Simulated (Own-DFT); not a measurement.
# Point defects and the pressure they add: wurtzite GaN

No measurement is shown. These are fixed-geometry runs of a retired plane-wave code named Own-DFT, which no person has reviewed; spin and spin-orbit coupling are neglected.

Common settings: PBE; PseudoDojo norm-conserving scalar-relativistic files; cutoff 42 hartree; 4 x 4 x 3 k mesh centred on Gamma; Fermi-Dirac smearing of 0.1 eV.

Keep in mind (not all hold for every row): not probed for a lower state with spin; forces not confirmed at this smearing and k mesh; stress not checked against mesh or cutoff.

All runs share one cell, with vectors in Å (9.567, 0.000, 0.000); (-4.784, 8.285, 0.000); (0.000, 0.000, 10.370) and a volume of 822.0 Å³. The atoms are randomly displaced, by u rms on each axis. The defect's site can differ from row to row.

| cell | formula | u (Å) | P (GPa) |
|---|---|---|---|
| no defect | Ga36N36 | 0.0178 | 5.88 |
| no defect | Ga36N36 | 0.0190 | 5.91 |
| no defect | Ga36N36 | 0.0482 | 7.75 |
| one Ga on an N site | Ga37N35 | 0.0283 | 11.81 |
| one Ga on an N site | Ga37N35 | 0.0309 | ? |
| one Ga on an N site | Ga37N35 | 0.0493 | 13.93 |
| one Ga on an N site | Ga37N35 | 0.0562 | 13.99 |
| one N on a Ga site | Ga35N37 | 0.0310 | 5.66 |
| one N on a Ga site | Ga35N37 | 0.0322 | 5.73 |
| one N on a Ga site | Ga35N37 | 0.0499 | 6.64 |

## Fit

P = P0 + c u² + a shift for each defect gives P0 = 5.62 GPa, c = 892 ± 102 GPa/Å² and a scatter of 0.27 GPa. The shifts, and each times the cell's volume:

- one Ga on an N site: 5.73 ± 0.25 GPa, 29.4 eV
- one N on a Ga site: -0.94 ± 0.23 GPa, -4.8 eV

A positive shift means that the defect pushes the cell outwards. Shift times volume (160.2 GPa Å³ is 1 eV) depends little on the cell's size, so, taken for each site, it can be compared between cells at like pressure. The atoms around the defects weren't relaxed, which would change these numbers.

## Test on the hidden row

The question: what pressure belongs in the blank (one Ga on an N site, u = 0.0309 Å)?

The fit gives 12.20 ± 0.34 GPa. The calculation gave 12.18 GPa.
